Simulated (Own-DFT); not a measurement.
# How much smaller does PBEsol make it? C11b WSi2, 30 atoms (Si20W10)

Source: density functional calculations with Own-DFT, an unreviewed in-house program that is no longer used. Nothing was measured or relaxed, and spin and spin-orbit coupling are left out.

Keep in mind: forces on such cells failed a check on a denser k mesh; stress not checked against mesh or cutoff.

Each geometry was run with PBE and with PBEsol, otherwise alike: PseudoDojo norm-conserving scalar-relativistic files made for PBE; cutoff 50 hartree; 5 x 5 x 5 k mesh centred on Gamma; cold (Marzari-Vanderbilt) smearing of 0.2 eV. Unstrained cell vectors in Å: (-2.149, -5.953, 3.409); (-6.444, 2.976, 1.136); (-2.553, -2.948, -6.757). Each has a uniform strain, of which the change of volume is shown, and random moves of rms u per axis.

```
run,volume change (%),u (Å),P with PBE (GPa),P with PBEsol (GPa)
1,0.18,0.0466,5.42,1.33
2,-1.27,0.0518,9.20,5.03
3,-1.49,0.0479,9.93,5.77
4,-0.77,0.0485,8.39,4.26
5,-0.34,0.0493,7.09,2.98
6,-1.76,0.0465,10.25,6.06
7,1.53,0.0450,2.39,-1.63
8,-4.48,0.0534,18.98,14.63
9,-1.02,0.0531,10.52,6.40
10,-2.99,0.0481,13.52,9.26
11,-0.14,0.0517,7.34,?
```

Question: by how much does PBEsol shrink this cell, and what belongs in the blank?

## Solution

Write v for the change of volume as a fraction. Fitted to v and u², the PBE pressure has a slope of -246 ± 13 GPa in v, with the ions held to the strained lattice. The difference PBEsol less PBE is -4.09 + 5.5 v GPa (slope ± 0.3) and averages -4.16 GPa. Divided by the mean slope of the two, 244 GPa, that makes PBEsol's volume at a given pressure, near 7 GPa, about 1.7 % smaller, or 0.57 % in lengths. At one volume PBEsol's slope is the smaller by 6 GPa, but its pressure there is lower too. If stiffness rises by about 4 GPa for each GPa, PBEsol at equal pressure is stiffer by about 11 GPa. Files made for PBEsol would give a different shift.

For run 11 the line gives 3.24 GPa. The hidden result is 3.25 GPa.
